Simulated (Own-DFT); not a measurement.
# Computed records: SiC (4H silicon carbide, atoms displaced)

All values are calculated (Own-DFT development build). A calculation, not a measurement: plane-wave PBE density functional theory by an unreviewed code, no spin, of a simulated periodic cell, stress positive in tension, free energy of the whole cell less one offset for each atom, forces on such cells passed a denser k mesh, this cell's mesh not checked; offsets are fitted by least squares, one for each functional and potential file, so energies compare only between cells with the same atoms and settings and are not formation energies; the far tail of each file's local potential was reset to the Coulomb form; each entry is a single point on an unrelaxed cell, so the pressure reflects the starting lattice, mostly measured values (interpolated for alloys), from which strain is counted, and rises with the displacements; printed positions are rounded, which can move forces by about a meV/angstrom; the program, named Own-DFT, is a retired in-house code; no spin-orbit coupling.

```yaml
- formula: SiC
  kind: "4H silicon carbide, atoms displaced"
  structure:
    cell_angstrom: [[12.3308, 0.0, 0.0], [-6.1654, 10.6788, 0.0], [0.0, 0.0, 10.0681]]
    atoms_fractional:
      - [Si, 0.99621, 0.00503, 0.40161]
      - [Si, 0.08437, 0.17006, 0.15792]
      - [C, 0.99454, 0.99974, 0.10238]
      - [C, 0.08258, 0.16084, 0.35201]
      - [Si, 0.00071, 0.24853, 0.40963]
      - [Si, 0.08395, 0.41444, 0.16639]
      - [C, 0.98748, 0.25155, 0.09394]
      - [C, 0.07606, 0.41137, 0.35341]
      - [Si, 0.99452, 0.49168, 0.40673]
      - [Si, 0.07591, 0.66644, 0.15827]
      - [C, 0.00756, 0.5039, 0.08812]
      - [C, 0.07125, 0.65864, 0.35471]
      - [Si, 0.99816, 0.74472, 0.40321]
      - [Si, 0.07837, 0.91004, 0.16353]
      - [C, 0.01088, 0.75797, 0.08842]
      - [C, 0.08378, 0.91212, 0.3414]
      - [Si, 0.25279, 0.99899, 0.39393]
      - [Si, 0.33937, 0.16408, 0.16209]
      - [C, 0.2375, 0.98564, 0.09527]
      - [C, 0.33788, 0.16878, 0.35173]
      - [Si, 0.24273, 0.24975, 0.40083]
      - [Si, 0.32838, 0.41891, 0.14828]
      - [C, 0.24731, 0.24995, 0.09256]
      - [C, 0.33964, 0.42067, 0.34402]
      - [Si, 0.26011, 0.51091, 0.41059]
      - [Si, 0.33921, 0.67126, 0.1593]
      - [C, 0.25094, 0.49859, 0.10233]
      - [C, 0.32788, 0.66345, 0.34036]
      - [Si, 0.24247, 0.74905, 0.40232]
      - [Si, 0.3372, 0.91684, 0.15669]
      - [C, 0.24996, 0.74798, 0.09087]
      - [C, 0.32827, 0.90688, 0.3436]
      - [Si, 0.49988, 0.00262, 0.41189]
      - [Si, 0.58084, 0.17098, 0.16301]
      - [C, 0.49177, 0.99214, 0.09852]
      - [C, 0.58005, 0.15587, 0.34216]
      - [Si, 0.49417, 0.24991, 0.40797]
      - [Si, 0.58249, 0.41408, 0.14686]
      - [C, 0.50882, 0.24908, 0.09882]
      - [C, 0.57767, 0.41366, 0.35247]
      - [Si, 0.4982, 0.49721, 0.40986]
      - [Si, 0.58467, 0.66496, 0.15643]
      - [C, 0.50357, 0.51062, 0.1044]
      - [C, 0.58011, 0.66284, 0.35184]
      - [Si, 0.49273, 0.7431, 0.39877]
      - [Si, 0.57532, 0.90957, 0.15767]
      - [C, 0.49629, 0.75183, 0.08833]
      - [C, 0.58237, 0.90901, 0.35477]
      - [Si, 0.76038, 0.00466, 0.40898]
      - [Si, 0.83929, 0.17129, 0.15575]
      - [C, 0.75391, 0.99507, 0.10146]
      - [C, 0.83839, 0.16226, 0.33726]
      - [Si, 0.75243, 0.25394, 0.39431]
      - [Si, 0.8273, 0.41251, 0.15601]
      - [C, 0.76029, 0.25858, 0.09207]
      - [C, 0.8473, 0.4321, 0.33313]
      - [Si, 0.75816, 0.50775, 0.41444]
      - [Si, 0.8293, 0.66571, 0.15354]
      - [C, 0.75547, 0.49333, 0.09444]
      - [C, 0.83548, 0.66511, 0.34111]
      - [Si, 0.7507, 0.74749, 0.40735]
      - [Si, 0.83062, 0.91778, 0.16165]
      - [C, 0.75357, 0.75113, 0.08021]
      - [C, 0.83551, 0.9296, 0.34689]
      - [Si, 0.01263, 0.00443, 0.91718]
      - [Si, 0.91397, 0.82957, 0.66001]
      - [C, 0.01112, 0.00023, 0.606]
      - [C, 0.9177, 0.83692, 0.84496]
      - [Si, 0.99879, 0.74358, 0.90583]
      - [Si, 0.91846, 0.57845, 0.65182]
      - [C, 0.00127, 0.74671, 0.59027]
      - [C, 0.91005, 0.58452, 0.84388]
      - [Si, 0.00134, 0.50212, 0.91186]
      - [Si, 0.90921, 0.32614, 0.6559]
      - [C, 0.99403, 0.49669, 0.58678]
      - [C, 0.92234, 0.33861, 0.8471]
      - [Si, 0.00178, 0.24861, 0.90573]
      - [Si, 0.90752, 0.08244, 0.64336]
      - [C, 0.00416, 0.24845, 0.58976]
      - [C, 0.92146, 0.07917, 0.84319]
      - [Si, 0.75259, 0.00366, 0.91834]
      - [Si, 0.67046, 0.83394, 0.65975]
      - [C, 0.74326, 0.99399, 0.58347]
      - [C, 0.66865, 0.82571, 0.83753]
      - [Si, 0.74225, 0.75581, 0.89588]
      - [Si, 0.68404, 0.59063, 0.64856]
      - [C, 0.74499, 0.75482, 0.58521]
      - [C, 0.66018, 0.58249, 0.85889]
      - [Si, 0.75444, 0.49758, 0.90816]
      - [Si, 0.67404, 0.3448, 0.65282]
      - [C, 0.74175, 0.49917, 0.59641]
      - [C, 0.66883, 0.33581, 0.85121]
      - [Si, 0.74065, 0.24614, 0.89432]
      - [Si, 0.67082, 0.0772, 0.65222]
      - [C, 0.74631, 0.24528, 0.59553]
      - [C, 0.66045, 0.07994, 0.84267]
      - [Si, 0.50123, 0.99598, 0.90786]
      - [Si, 0.42355, 0.835, 0.66407]
      - [C, 0.51443, 0.01691, 0.586]
      - [C, 0.41288, 0.82533, 0.83257]
      - [Si, 0.50053, 0.75112, 0.90752]
      - [Si, 0.41972, 0.58642, 0.66164]
      - [C, 0.49994, 0.74495, 0.60069]
      - [C, 0.41605, 0.58323, 0.85474]
      - [Si, 0.49311, 0.4928, 0.90284]
      - [Si, 0.41897, 0.33089, 0.65267]
      - [C, 0.50794, 0.49999, 0.59545]
      - [C, 0.41697, 0.33688, 0.83636]
      - [Si, 0.50215, 0.25335, 0.90037]
      - [Si, 0.41092, 0.07932, 0.65154]
      - [C, 0.48637, 0.24993, 0.58476]
      - [C, 0.41483, 0.07612, 0.83611]
      - [Si, 0.24896, 0.99511, 0.90702]
      - [Si, 0.1637, 0.83068, 0.65329]
      - [C, 0.24695, 0.00646, 0.58815]
      - [C, 0.16087, 0.82045, 0.83543]
      - [Si, 0.24598, 0.7517, 0.91052]
      - [Si, 0.17382, 0.59563, 0.66012]
      - [C, 0.24679, 0.75187, 0.60239]
      - [C, 0.1603, 0.58373, 0.8425]
      - [Si, 0.25457, 0.4976, 0.90782]
      - [Si, 0.17114, 0.34848, 0.66148]
      - [C, 0.24444, 0.50091, 0.5878]
      - [C, 0.17439, 0.33239, 0.83418]
      - [Si, 0.24713, 0.24764, 0.90965]
      - [Si, 0.16429, 0.08353, 0.66047]
      - [C, 0.24642, 0.24551, 0.59493]
      - [C, 0.16244, 0.07066, 0.84893]
  settings:
    functional: PBE
    potential_files: "PseudoDojo norm-conserving, scalar-relativistic, standard set"
    "wave_cutoff [hartree]": 42.0
    occupations: Fermi-Dirac
    "smearing_width [eV]": 0.1
    hardware: "one NVIDIA H200"
    k_mesh: "3 x 3 x 3 centred on Gamma"
  results:
    "free_energy_of_cell_above_offsets [eV]": "-3.372"
    "pressure [GPa]": 6.62
    "stress_xx [GPa]": -5.99
    "stress_yy [GPa]": -6.31
    "stress_zz [GPa]": -7.55
    "stress_yz [GPa]": 0.76
    "stress_xz [GPa]": 0.0
    "stress_xy [GPa]": 0.72
    force_element: [Si, Si, C, C, Si, Si, C, C, Si, Si, C, C, Si, Si, C, C, Si, Si, C, C, Si, Si, C, C, Si, Si, C, C, Si, Si, C, C, Si, Si, C, C, Si, Si, C, C, Si, Si, C, C, Si, Si, C, C, Si, Si, C, C, Si, Si, C, C, Si, Si, C, C, Si, Si, C, C, Si, Si, C, C, Si, Si, C, C, Si, Si, C, C, Si, Si, C, C, Si, Si, C, C, Si, Si, C, C, Si, Si, C, C, Si, Si, C, C, Si, Si, C, C, Si, Si, C, C, Si, Si, C, C, Si, Si, C, C, Si, Si, C, C, Si, Si, C, C, Si, Si, C, C, Si, Si, C, C]
    "force_x [eV/angstrom]": [3.123, -1.196, 1.608, -1.157, 0.152, -1.144, 5.7, 2.166, 1.38, 2.162, -1.125, 2.471, -0.696, -0.754, -2.311, -1.075, -1.177, -1.454, 2.077, -2.127, 2.504, 3.094, 1.106, -2.246, -0.896, -1.854, -1.776, -0.254, 0.464, -2.551, -0.107, 0.558, 1.073, 3.863, 2.057, -0.757, 2.256, -0.049, -3.77, 2.321, 0.607, 0.03, 0.107, 0.677, 0.987, 1.323, 1.714, -0.582, -4.182, -2.949, -3.662, -1.367, 0.419, 3.206, -1.765, -3.127, -1.394, 1.347, -3.141, -1.47, -0.951, 1.737, -1.256, 2.279, -3.516, 0.927, -5.027, 0.11, -1.316, -0.849, -1.66, 2.221, -0.546, 1.645, 1.187, -1.035, -0.588, 3.723, -1.733, -1.633, 1.148, -1.803, 1.231, -5.596, 6.61, -6.048, 3.122, 2.072, -2.425, -1.369, 4.907, -0.999, 3.128, -2.058, -0.06, 1.962, -1.708, -1.036, -1.664, 0.044, 0.022, 0.533, -0.451, 0.268, 0.621, -3.09, -1.187, 0.301, -0.414, 0.337, 4.592, -0.13, 0.325, -0.471, 1.429, -0.75, 1.37, -1.094, 2.022, 2.144, -2.553, 1.094, 1.048, -1.601, 1.349, 1.638, -0.517, 1.55]
    "force_y [eV/angstrom]": [-2.777, -0.984, 0.449, 2.623, 0.021, 0.858, 1.385, 0.905, 1.714, -0.497, -0.566, 0.388, 1.768, 1.502, -2.413, 0.34, -0.203, -0.383, 2.769, -1.131, 0.88, -0.421, 0.178, -1.065, -3.537, -1.431, 0.924, 1.733, -1.423, -2.11, 0.332, 2.454, -2.83, -2.107, 2.653, 3.195, 0.541, 1.65, 0.489, 0.79, 0.207, 2.718, -4.736, 0.649, 0.994, 1.63, -0.546, 1.485, -0.783, -2.375, 1.458, 1.584, -0.66, 1.626, -3.496, -3.359, -2.283, -0.126, 1.9, 0.991, 1.181, -1.344, 0.314, -3.874, -2.429, 1.36, -1.643, -1.099, 1.812, 1.143, -0.536, -1.044, -0.193, 1.697, -0.621, -1.736, 0.157, -0.275, 0.435, 0.921, -0.528, -0.677, 0.473, 4.088, -3.157, 0.598, -0.641, 0.028, 1.217, -4.428, 0.789, -0.072, 0.891, 1.555, 1.109, -0.293, -0.804, 0.248, -2.921, 1.304, -0.497, -1.742, 1.553, 0.112, 2.28, 1.396, 0.607, -2.296, -1.408, 1.133, -1.246, 1.027, -1.082, 1.62, -2.22, 2.265, -1.401, -2.983, 1.411, -0.099, 0.301, -3.769, 2.358, 0.384, -0.835, 1.139, 2.217, 3.236]
    "force_z [eV/angstrom]": [2.702, 0.355, -0.26, -2.632, -0.569, -1.098, -0.889, -1.266, 0.613, 0.102, 2.808, -2.474, 1.22, -1.286, 0.722, 1.186, 2.299, -0.767, 0.028, -2.656, 2.408, 2.677, 0.64, -0.408, -1.365, -1.565, -1.733, 0.574, 1.836, 0.168, 1.785, -0.122, -1.775, -1.052, -1.477, 0.462, -0.411, 2.734, -2.534, -1.944, 0.329, 0.673, -3.032, -1.839, 2.628, 1.586, 1.145, -1.74, -1.863, 0.236, -1.025, 1.613, 1.186, -0.813, -0.369, 2.005, -2.449, -1.069, -0.563, 0.287, -1.507, -0.397, 2.972, -0.795, -0.846, -0.59, -3.353, 0.62, -0.768, 1.068, 0.185, -0.792, -1.825, 0.113, 1.669, -1.12, -0.675, 2.825, 1.389, 0.264, -1.904, -1.767, 2.51, 0.421, 2.591, 3.247, 1.674, -2.524, 0.625, 0.99, -1.607, -2.621, 2.381, 0.595, -1.161, 0.062, -0.397, -4.744, 2.613, 5.364, -1.35, -0.093, -1.377, -1.499, 1.475, -0.237, 0.524, 1.889, 0.413, -0.586, 2.104, 1.804, -0.269, -0.24, -0.019, 1.51, -1.505, -0.51, -2.853, 0.846, 0.477, -3.105, 2.15, 3.804, -1.752, 0.214, -0.145, -0.417]
    "wall_time [s]": 550.8
```
